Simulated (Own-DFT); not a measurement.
# One host, several defects: zincblende GaAs

Source: density functional calculations with Own-DFT, an unreviewed in-house program that is no longer used. Nothing was measured or relaxed, and spin and spin-orbit coupling are left out.

Settings: PBE; PseudoDojo norm-conserving scalar-relativistic files; cutoff 42 hartree; 3 x 3 x 3 k mesh centred on Gamma; Fermi-Dirac smearing of 0.1 eV.

Limits (not all hold for every row): not probed for a lower state with spin; forces not confirmed at this smearing and k mesh; stress not checked against mesh or cutoff.

All runs share one cell, with vectors in Å (10.862, 0.000, 0.000); (0.000, 10.862, 0.000); (0.000, 0.000, 11.796) and a volume of 1391.7 Å³, strained against the parent crystal. Atoms were moved at random from their sites; u is the rms move along one axis. The defect's site can differ from row to row.

| cell | formula | u (Å) | P (GPa) |
|---|---|---|---|
| no defect | As32Ga32 | 0.0282 | 6.67 |
| no defect | As32Ga32 | 0.0306 | 6.67 |
| no defect | As32Ga32 | 0.0521 | 7.06 |
| one P on an As site | As31Ga32P | 0.0332 | 6.43 |
| one P on an As site | As31Ga32P | 0.0465 | 6.63 |
| one P on an As site | As31Ga32P | 0.0507 | 6.80 |
| one Al on a Ga site | AlAs32Ga31 | 0.0289 | 6.65 |
| one Al on a Ga site | AlAs32Ga31 | 0.0324 | 6.70 |
| one Al on a Ga site | AlAs32Ga31 | 0.0477 | 6.87 |
| one As vacancy and one Ga vacancy | As31Ga31 | 0.0313 | 5.87 |
| one As vacancy and one Ga vacancy | As31Ga31 | 0.0494 | 6.04 |
| one As vacancy and one Ga vacancy | As31Ga31 | 0.0533 | 6.26 |
| one In on a Ga site | As32Ga31In | 0.0287 | 7.40 |
| one In on a Ga site | As32Ga31In | 0.0308 | ? |
| one In on a Ga site | As32Ga31In | 0.0318 | 7.51 |
| one In on a Ga site | As32Ga31In | 0.0321 | 7.47 |

## Worked fit

P = P0 + c u² + a shift for each defect gives P0 = 6.51 GPa, c = 197 ± 19 GPa/Å² and a scatter of 0.05 GPa. The shifts, and each times the cell's volume:

- one In on a Ga site: 0.76 ± 0.04 GPa, 6.6 eV
- one Al on a Ga site: -0.04 ± 0.04 GPa, -0.3 eV (not resolved)
- one P on an As site: -0.27 ± 0.04 GPa, -2.3 eV
- one As vacancy and one Ga vacancy: -0.86 ± 0.04 GPa, -7.5 eV

Positive is outwards. The product with the volume (160.2 GPa Å³ to the eV) is nearly free of the cell's size; divided by the bulk modulus at the cell's pressure it gives the volume that the defect adds. The atoms around the defects weren't relaxed, which would change these numbers.

## The run left out

The question: what pressure belongs in the blank (one In on a Ga site, u = 0.0308 Å)?

Estimate: 7.46 ± 0.06 GPa. The run itself gave 7.41 GPa.
